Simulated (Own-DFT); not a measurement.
Simulation results for Hf$_{36}$O$_{71}$ (tetragonal hafnia with one neutral oxygen vacancy, atoms displaced)

A calculation, not a measurement: plane-wave PBE and HSE06 DFT by an unreviewed code, no spin, of a simulated cell at Gamma alone, so results move with cell size and shape, stress positive in tension, energies less offsets, not probed for a lower state with spin; hafnium file: forces about 75 meV/angstrom off all-electron values; oxygen file: force components 24 meV/angstrom off all-electron in a glass; k mesh not checked against a denser one; forces and stress are PBE's, HSE06 gives the energy alone, and its difference from PBE has offsets of its own; offsets are fitted by least squares, one for each functional and potential file, so energies compare only between cells with the same atoms and settings and are not formation energies; the far tail of each file's local potential was reset to the Coulomb form; each entry is a single point on an unrelaxed cell, so the pressure reflects the starting lattice, taken from the Materials Project, from which strain is counted, and rises with the displacements; printed positions are rounded, which can move forces by about a meV/angstrom; the program is a retired in-house code; no spin-orbit coupling. Program: Own-DFT development build.

Common to all runs: first functional PBE; second functional HSE06; exact exchange share 0.25; screening 0.11 1/bohr; exchange divergence Gygi-Baldereschi; potential files PseudoDojo norm-conserving, scalar-relativistic, made for PBE, standard set; wave cutoff 48 hartree; occupations fixed; k mesh 1 x 1 x 1 centred on Gamma.

(1) 
```cif
# cell vector a (Å): 10.7800 0.0000 0.0000
# cell vector b (Å): 0.0000 10.7800 0.0000
# cell vector c (Å): 0.0000 0.0000 10.4493
data_Hf36O71
_symmetry_space_group_name_H-M 'P 1'
_symmetry_Int_Tables_number 1
_cell_length_a 10.7800
_cell_length_b 10.7800
_cell_length_c 10.4493
_cell_angle_alpha 90.000
_cell_angle_beta 90.000
_cell_angle_gamma 90.000
_cell_volume 1214.30
loop_
_atom_site_label
_atom_site_type_symbol
_atom_site_fract_x
_atom_site_fract_y
_atom_site_fract_z
_atom_site_occupancy
Hf1 Hf 0.00003 0.99887 0.99088 1
Hf2 Hf 0.15942 0.16951 0.24392 1
O1 O 0.00173 0.16854 0.15480 1
O2 O 0.17525 0.99541 0.34684 1
O3 O 0.99483 0.16263 0.41534 1
O4 O 0.16046 0.01389 0.08563 1
Hf3 Hf 0.00370 0.99672 0.50023 1
Hf4 Hf 0.15467 0.18054 0.76123 1
O5 O 0.00221 0.17718 0.66302 1
O6 O 0.17137 0.98853 0.84454 1
O7 O 0.99741 0.17042 0.90445 1
O8 O 0.17481 0.00361 0.60338 1
Hf5 Hf 0.01076 0.32077 0.00841 1
Hf6 Hf 0.17798 0.48974 0.23169 1
O9 O 0.01164 0.49660 0.14223 1
O10 O 0.16763 0.34038 0.34629 1
O11 O 0.00445 0.50343 0.39301 1
O12 O 0.17047 0.33208 0.09790 1
Hf7 Hf 0.00127 0.33502 0.49340 1
Hf8 Hf 0.17789 0.49367 0.75600 1
O13 O 0.00136 0.49074 0.66883 1
O14 O 0.16688 0.34121 0.85594 1
O15 O 0.00280 0.50801 0.88971 1
O16 O 0.15909 0.34085 0.59031 1
Hf9 Hf 0.00498 0.66398 0.00631 1
Hf10 Hf 0.17282 0.83322 0.23297 1
O17 O 0.99340 0.83058 0.15838 1
O18 O 0.17331 0.67163 0.35062 1
O19 O 0.00570 0.83997 0.38790 1
O20 O 0.17455 0.65343 0.10277 1
Hf11 Hf 0.98810 0.67994 0.49847 1
Hf12 Hf 0.16432 0.84629 0.76267 1
O21 O 0.99429 0.82172 0.65596 1
O22 O 0.16039 0.66289 0.83321 1
O23 O 0.00353 0.83943 0.89269 1
O24 O 0.16420 0.66415 0.61507 1
Hf13 Hf 0.32732 0.99165 0.99419 1
Hf14 Hf 0.49845 0.16247 0.26329 1
O25 O 0.33048 0.17437 0.15590 1
O26 O 0.50047 0.99599 0.35474 1
O27 O 0.32342 0.17404 0.40156 1
O28 O 0.50552 0.99099 0.08449 1
Hf15 Hf 0.33136 0.99205 0.50615 1
Hf16 Hf 0.50021 0.16898 0.74910 1
O29 O 0.33057 0.15203 0.66000 1
O30 O 0.49685 0.99006 0.84465 1
O31 O 0.31973 0.16329 0.90011 1
O32 O 0.49301 0.00590 0.59453 1
Hf17 Hf 0.31615 0.33256 0.00341 1
Hf18 Hf 0.49045 0.50091 0.26882 1
O33 O 0.32465 0.49915 0.15915 1
O34 O 0.51011 0.33724 0.34769 1
O35 O 0.32309 0.50218 0.41876 1
O36 O 0.49824 0.33076 0.10957 1
Hf19 Hf 0.34532 0.33531 0.49719 1
Hf20 Hf 0.50117 0.49601 0.76686 1
O37 O 0.32835 0.50552 0.65353 1
O38 O 0.50093 0.32939 0.85319 1
O39 O 0.32463 0.49053 0.89051 1
O40 O 0.50904 0.32021 0.59832 1
Hf21 Hf 0.33417 0.66828 0.00168 1
Hf22 Hf 0.50007 0.82143 0.26167 1
O41 O 0.33686 0.83209 0.15089 1
O42 O 0.49889 0.66250 0.34159 1
O43 O 0.33374 0.82999 0.40522 1
O44 O 0.49117 0.68276 0.09367 1
Hf23 Hf 0.33916 0.67783 0.50153 1
Hf24 Hf 0.49832 0.82682 0.75775 1
O45 O 0.33759 0.83000 0.64753 1
O46 O 0.49076 0.65188 0.85569 1
O47 O 0.34920 0.84187 0.90207 1
O48 O 0.49214 0.66907 0.59188 1
Hf25 Hf 0.66366 0.99788 0.99958 1
Hf26 Hf 0.83234 0.16050 0.25128 1
O49 O 0.67217 0.15717 0.14351 1
O50 O 0.82494 0.01052 0.34105 1
O51 O 0.66562 0.17225 0.39607 1
O52 O 0.83896 0.99461 0.10468 1
Hf27 Hf 0.66159 0.99737 0.50406 1
Hf28 Hf 0.83063 0.16281 0.76137 1
O53 O 0.65475 0.15102 0.64589 1
O54 O 0.82857 0.99997 0.85877 1
O55 O 0.66889 0.16942 0.90209 1
O56 O 0.82859 0.00693 0.59579 1
Hf29 Hf 0.67232 0.33237 0.00269 1
Hf30 Hf 0.83050 0.49590 0.26123 1
O57 O 0.66177 0.49456 0.15627 1
O58 O 0.83647 0.31932 0.35150 1
O59 O 0.65972 0.48391 0.40467 1
O60 O 0.83872 0.33979 0.09246 1
Hf31 Hf 0.66436 0.33152 0.49637 1
Hf32 Hf 0.85304 0.49884 0.75462 1
O61 O 0.83817 0.34225 0.83470 1
O62 O 0.67853 0.50022 0.90275 1
O63 O 0.84280 0.32742 0.59814 1
Hf33 Hf 0.66736 0.65739 0.01114 1
Hf34 Hf 0.83451 0.82934 0.23816 1
O64 O 0.66188 0.83488 0.16203 1
O65 O 0.81608 0.65885 0.33426 1
O66 O 0.66505 0.82887 0.41504 1
O67 O 0.82517 0.66039 0.09671 1
Hf35 Hf 0.66402 0.65954 0.50100 1
Hf36 Hf 0.84822 0.83021 0.75760 1
O68 O 0.67343 0.84237 0.65205 1
O69 O 0.82984 0.67539 0.84340 1
O70 O 0.65708 0.84340 0.89676 1
O71 O 0.83946 0.67488 0.59202 1
_calc_PBE_energy_of_cell_above_offsets '-84.546'  # eV
_calc_HSE06_less_PBE_above_offsets '0.654'  # eV
_calc_PBE_pressure 6.86  # GPa
_calc_PBE_stress_xx -6.25  # GPa
_calc_PBE_stress_yy -7.74  # GPa
_calc_PBE_stress_zz -6.57  # GPa
_calc_PBE_stress_yz -0.71  # GPa
_calc_PBE_stress_xz 1.33  # GPa
_calc_PBE_stress_xy -0.55  # GPa
```

Force:
```csv
element,x (eV/Å),y (eV/Å),z (eV/Å)
Hf,-2.283,0.023,1.466
Hf,3.285,-0.846,3.431
O,-1.035,0.753,-1.208
O,-0.481,0.545,-1.243
O,1.163,-0.576,-1.164
O,0.336,-1.152,0.861
Hf,-0.348,0.634,0.368
Hf,3.065,-1.463,-2.718
O,-0.835,-1.292,0.333
O,-0.413,6.854,3.632
O,0.506,-1.612,-0.423
O,-3.246,-1.075,0.025
Hf,-3.508,3.883,-0.502
Hf,-7.457,2.267,7.145
O,-1.758,0.427,-0.348
O,-0.416,-1.854,-1.098
O,-1.895,0.561,0.896
O,-2.195,-0.419,2.024
Hf,-0.373,1.043,0.735
Hf,-1.955,3.247,-3.51
O,1.952,0.139,-3.172
O,-1.044,-2.735,1.564
O,-0.434,-0.241,3.358
O,2.59,-0.925,1.313
Hf,-0.34,-2.132,-1.6
Hf,-1.237,-1.104,4.612
O,3.053,-0.838,-3.128
O,-0.011,0.461,-1.965
O,-1.565,-0.41,1.497
O,-1.058,2.079,-1.388
Hf,5.71,-1.653,-0.814
Hf,0.602,-8.153,-6.499
O,2.631,1.691,-1.68
O,0.76,2.486,3.841
O,0.172,-0.864,1.615
O,-0.45,0.573,-3.31
Hf,2.872,3.613,1.126
Hf,0.34,0.54,-1.978
O,-0.089,-0.665,0.065
O,-0.17,-0.065,-1.019
O,1.349,-0.728,0.222
O,-2.863,0.667,1.47
Hf,0.377,1.611,-0.314
Hf,-0.817,-1.795,-0.328
O,-0.48,1.841,0.27
O,-0.118,2.876,-0.375
O,-0.112,0.634,1.344
O,0.679,-0.745,0.17
Hf,6.696,-1.886,-1.906
Hf,0.854,-3.14,-3.309
O,7.491,0.149,-3.572
O,-1.744,-1.152,1.388
O,1.946,-0.265,-2.23
O,-0.209,0.343,-1.323
Hf,-2.436,-0.487,1.563
Hf,-0.133,-1.076,-2.676
O,3.254,-1.266,0.209
O,0.041,0.58,0.208
O,0.858,1.115,2.917
O,-1.604,0.891,0.462
Hf,0.28,-0.337,-1.892
Hf,0.522,3.719,-1.647
O,-0.747,0.561,-0.762
O,0.391,-0.086,2.322
O,0.993,1.331,-1.835
O,1.265,-1.137,0.995
Hf,-5.622,-2.137,1.733
Hf,2.031,0.537,-1.469
O,-0.719,0.562,1.049
O,0.087,1.852,0.358
O,-1.705,-3.961,-0.454
O,3.655,-0.371,0.99
Hf,0.695,0.609,-0.035
Hf,-1.313,0.954,-0.905
O,-0.637,0.727,1.011
O,0.141,-3.774,1.456
O,-0.91,-1.139,-0.157
O,0.53,-0.367,-1.314
Hf,0.104,0.434,0.659
Hf,-1.249,1.068,-2.916
O,2.179,0.732,1.217
O,1.392,-0.025,-0.454
O,0.375,-0.108,-0.621
O,2.529,0.138,0.167
Hf,-1.67,-0.073,0.76
Hf,1.384,-2.372,-1.669
O,-0.394,1.069,0.341
O,0.019,2.518,-0.621
O,0.685,3.975,-0.615
O,0.281,-0.214,0.056
Hf,2.531,-2.529,2.331
Hf,-2.942,1.536,-0.642
O,-0.324,-3.543,2.338
O,-1.178,0.02,0.445
O,-2.271,0.41,-0.628
Hf,-1.371,0.846,-2.028
Hf,-2.128,1.726,2.372
O,0.66,-0.586,-0.472
O,0.234,1.536,1.682
O,-0.419,-0.506,-1.271
O,2.58,0.472,0.313
Hf,0.525,0.628,1.526
Hf,-4.629,1.531,-1.029
O,-0.954,-0.765,0.777
O,0.243,-1.382,1.603
O,0.308,-3.035,1.269
O,-2.925,-0.952,0.346
```

(2) 
```cif
# cell vector a (Å): 10.7800 0.0000 0.0000
# cell vector b (Å): 0.0000 10.7800 0.0000
# cell vector c (Å): 0.0000 0.0000 10.4493
data_Hf36O71
_symmetry_space_group_name_H-M 'P 1'
_symmetry_Int_Tables_number 1
_cell_length_a 10.7800
_cell_length_b 10.7800
_cell_length_c 10.4493
_cell_angle_alpha 90.000
_cell_angle_beta 90.000
_cell_angle_gamma 90.000
_cell_volume 1214.30
loop_
_atom_site_label
_atom_site_type_symbol
_atom_site_fract_x
_atom_site_fract_y
_atom_site_fract_z
_atom_site_occupancy
Hf1 Hf 0.00708 0.99893 0.00655 1
Hf2 Hf 0.16480 0.17843 0.24238 1
O1 O 0.00574 0.16529 0.14858 1
O2 O 0.14988 0.99189 0.34348 1
O3 O 0.99636 0.17313 0.39512 1
O4 O 0.15551 0.99508 0.09211 1
Hf3 Hf 0.00247 0.99738 0.48865 1
Hf4 Hf 0.16108 0.18356 0.74896 1
O5 O 0.99141 0.15918 0.64947 1
O6 O 0.17721 0.00689 0.84818 1
O7 O 0.99591 0.17486 0.88475 1
O8 O 0.17988 0.00708 0.59533 1
Hf5 Hf 0.99637 0.34692 0.00833 1
Hf6 Hf 0.16376 0.48937 0.25514 1
O9 O 0.99201 0.49109 0.15555 1
O10 O 0.16232 0.33122 0.33966 1
O11 O 0.00480 0.51049 0.41216 1
O12 O 0.17707 0.32898 0.08992 1
Hf7 Hf 0.99026 0.34331 0.50896 1
Hf8 Hf 0.15530 0.48937 0.75059 1
O13 O 0.00596 0.49291 0.65966 1
O14 O 0.17317 0.32756 0.84358 1
O15 O 0.00337 0.50111 0.88819 1
O16 O 0.16784 0.34523 0.59141 1
Hf9 Hf 0.02540 0.66744 0.00552 1
Hf10 Hf 0.16807 0.83708 0.26022 1
O17 O 0.00920 0.83911 0.15783 1
O18 O 0.15695 0.67504 0.35172 1
O19 O 0.00322 0.83719 0.40907 1
O20 O 0.15778 0.67268 0.10184 1
Hf11 Hf 0.00756 0.66864 0.48862 1
Hf12 Hf 0.15689 0.83506 0.74664 1
O21 O 0.99206 0.83041 0.64405 1
O22 O 0.16373 0.66129 0.85138 1
O23 O 0.00369 0.83276 0.90366 1
O24 O 0.16289 0.65814 0.59620 1
Hf13 Hf 0.32305 0.99776 0.99670 1
Hf14 Hf 0.48152 0.16404 0.25461 1
O25 O 0.32124 0.16976 0.16310 1
O26 O 0.49333 0.99891 0.34426 1
O27 O 0.34879 0.15858 0.40210 1
O28 O 0.50743 0.99763 0.11114 1
Hf15 Hf 0.33580 0.99458 0.50190 1
Hf16 Hf 0.49724 0.16700 0.76053 1
O29 O 0.50206 0.00577 0.85400 1
O30 O 0.33201 0.17193 0.89016 1
O31 O 0.50460 0.01037 0.61134 1
Hf17 Hf 0.33221 0.33706 0.01223 1
Hf18 Hf 0.49916 0.50006 0.26178 1
O32 O 0.33124 0.49545 0.16535 1
O33 O 0.50424 0.31517 0.34131 1
O34 O 0.32201 0.50360 0.39055 1
O35 O 0.49700 0.33270 0.10421 1
Hf19 Hf 0.34566 0.31785 0.49709 1
Hf20 Hf 0.50076 0.48970 0.74267 1
O36 O 0.33295 0.50917 0.65918 1
O37 O 0.50499 0.33000 0.84242 1
O38 O 0.33756 0.50303 0.89715 1
O39 O 0.50059 0.33909 0.60181 1
Hf21 Hf 0.33676 0.67699 0.99950 1
Hf22 Hf 0.49417 0.83708 0.25161 1
O40 O 0.32791 0.83412 0.16036 1
O41 O 0.49428 0.67402 0.35324 1
O42 O 0.33223 0.83138 0.38722 1
O43 O 0.49579 0.66535 0.09692 1
Hf23 Hf 0.31907 0.66256 0.50657 1
Hf24 Hf 0.49722 0.82741 0.74500 1
O44 O 0.31768 0.84263 0.65170 1
O45 O 0.51917 0.66517 0.84761 1
O46 O 0.33890 0.83538 0.91095 1
O47 O 0.49951 0.66682 0.58255 1
Hf25 Hf 0.67677 0.99916 0.00951 1
Hf26 Hf 0.83265 0.17526 0.25629 1
O48 O 0.67367 0.16886 0.14692 1
O49 O 0.82521 0.99436 0.34836 1
O50 O 0.66407 0.17108 0.39540 1
O51 O 0.83392 0.99018 0.09405 1
Hf27 Hf 0.67775 0.99639 0.49776 1
Hf28 Hf 0.83788 0.16374 0.73912 1
O52 O 0.65603 0.17021 0.65063 1
O53 O 0.83068 0.99109 0.86167 1
O54 O 0.65853 0.17397 0.89697 1
O55 O 0.82398 0.00625 0.59526 1
Hf29 Hf 0.66899 0.34706 0.99833 1
Hf30 Hf 0.82873 0.49288 0.24611 1
O56 O 0.66404 0.49584 0.15561 1
O57 O 0.81907 0.32637 0.34653 1
O58 O 0.65457 0.48168 0.38652 1
O59 O 0.84092 0.32988 0.10141 1
Hf31 Hf 0.66435 0.33317 0.48375 1
Hf32 Hf 0.84565 0.51303 0.74230 1
O60 O 0.66308 0.50444 0.65601 1
O61 O 0.84543 0.33603 0.84654 1
O62 O 0.66701 0.50585 0.90071 1
O63 O 0.84004 0.33716 0.58554 1
Hf33 Hf 0.66078 0.67428 0.00129 1
Hf34 Hf 0.83132 0.83006 0.23221 1
O64 O 0.66392 0.82673 0.14483 1
O65 O 0.82084 0.67042 0.34387 1
O66 O 0.65561 0.82891 0.38590 1
O67 O 0.84188 0.67384 0.09648 1
Hf35 Hf 0.66687 0.66501 0.50329 1
Hf36 Hf 0.83286 0.84302 0.74192 1
O68 O 0.66584 0.83622 0.65799 1
O69 O 0.83700 0.67921 0.84066 1
O70 O 0.66192 0.83801 0.89484 1
O71 O 0.82524 0.65793 0.60398 1
_calc_PBE_energy_of_cell_above_offsets '-87.203'  # eV
_calc_HSE06_less_PBE_above_offsets '0.444'  # eV
_calc_PBE_pressure 6.15  # GPa
_calc_PBE_stress_xx -9.24  # GPa
_calc_PBE_stress_yy -3.84  # GPa
_calc_PBE_stress_zz -5.37  # GPa
_calc_PBE_stress_yz -0.8  # GPa
_calc_PBE_stress_xz -0.73  # GPa
_calc_PBE_stress_xy 0.01  # GPa
```

Force:
```csv
element,x (eV/Å),y (eV/Å),z (eV/Å)
Hf,-3.942,0.627,-3.158
Hf,-3.217,-2.715,1.619
O,-1.003,0.449,-0.557
O,0.619,3.972,1.022
O,-0.102,-0.102,0.937
O,4.744,0.468,1.722
Hf,0.302,2.37,0.764
Hf,0.761,-3.875,-1.272
O,2.467,0.401,-1.836
O,-0.591,-1.077,-0.524
O,0.736,-0.859,1.939
O,-2.961,0.3,-0.119
Hf,-0.31,-2.235,-3.251
Hf,1.549,2.674,0.035
O,2.011,0.104,-0.447
O,0.214,0.022,1.112
O,-0.733,-3.488,-1.942
O,-4.359,0.633,1.974
Hf,4.458,-1.631,-2.583
Hf,4.941,1.266,1.156
O,-2.077,0.026,-3.165
O,-0.31,3.082,1.656
O,0.256,0.045,2.385
O,-0.144,-1.119,0.247
Hf,-7.73,0.943,-4.768
Hf,0.251,-1.15,-1.515
O,-1.477,-0.247,-0.45
O,0,-1.983,0.201
O,-0.709,-1.411,-1.113
O,6.51,-0.888,3.241
Hf,-1.531,2.615,1.865
Hf,-0.765,0.414,1.344
O,1.708,0.686,0.061
O,0.494,1.378,-0.544
O,1.323,0.467,-0.054
O,-1.523,0.64,1.225
Hf,2.1,1.533,-0.406
Hf,3.847,-3.158,-2.666
O,1.687,-0.658,-2.605
O,0.089,-0.062,1.514
O,-1.891,0.345,0.478
O,-1.709,0.285,-1.216
Hf,2.256,-0.383,0.304
Hf,0.811,-1.508,-0.79
O,-1.161,-1.792,0.049
O,-0.159,-0.209,1.76
O,-1.642,-1.399,-1.875
Hf,4.047,0.943,-3.884
Hf,-0.76,0.901,-0.963
O,-0.808,-0.036,-1.483
O,-0.865,4.449,2.451
O,0.345,-0.611,2.001
O,0.174,0.086,-0.621
Hf,-0.929,1.426,1.685
Hf,-0.549,0.682,1.65
O,-0.525,0.399,-1.158
O,-0.111,2.129,1.36
O,-0.11,-0.143,2.159
O,-0.512,0.062,-1.768
Hf,-0.116,-2.651,0.166
Hf,1.171,0.015,0.088
O,-0.264,0.039,-2.323
O,0.331,-2.573,-1.26
O,-0.498,0.27,2.695
O,-0.126,-0.248,0.403
Hf,2.96,-0.475,-1.867
Hf,1.099,1.658,1.477
O,1.935,-1.483,-0.014
O,-1.789,0.549,-0.792
O,-0.104,-0.324,-1.415
O,-1.149,0.893,1.813
Hf,-3.048,1.484,-2.34
Hf,-0.87,-3.588,-2.04
O,0.051,-0.046,0.716
O,0.712,0.582,-0.038
O,0.695,-2.03,0.568
O,2.048,-0.187,1.865
Hf,-3.926,0.621,-1.722
Hf,-3.3,0.585,3.586
O,2.45,0.466,-0.542
O,0.462,1.593,-2.238
O,1.005,-0.244,1.18
O,2.937,-0.397,1.247
Hf,-0.826,-2.675,-0.906
Hf,-1.43,1.939,0.27
O,0.582,0.206,-0.818
O,1.277,3.535,0.853
O,0.463,3.651,0.827
O,-1.357,0.661,0.429
Hf,-0.449,-2.707,3.422
Hf,-3.589,0.337,2.87
O,1.496,-0.258,-1.482
O,-0.828,0.688,-0.469
O,0.613,-0.43,0.851
O,-4.051,0.092,2.106
Hf,1.216,0.666,-1.645
Hf,-0.394,-0.18,0.758
O,0.146,-0.048,-0.296
O,0.667,-1.636,0.343
O,0.807,0.762,2.343
O,-0.14,-0.667,-0.249
Hf,-0.465,0.432,-1.503
Hf,-1.028,-1.199,3.03
O,-0.355,-0.418,-2.229
O,-0.075,-1.041,-0.294
O,-0.269,-0.477,1.082
O,1.839,0.164,-1.697
```
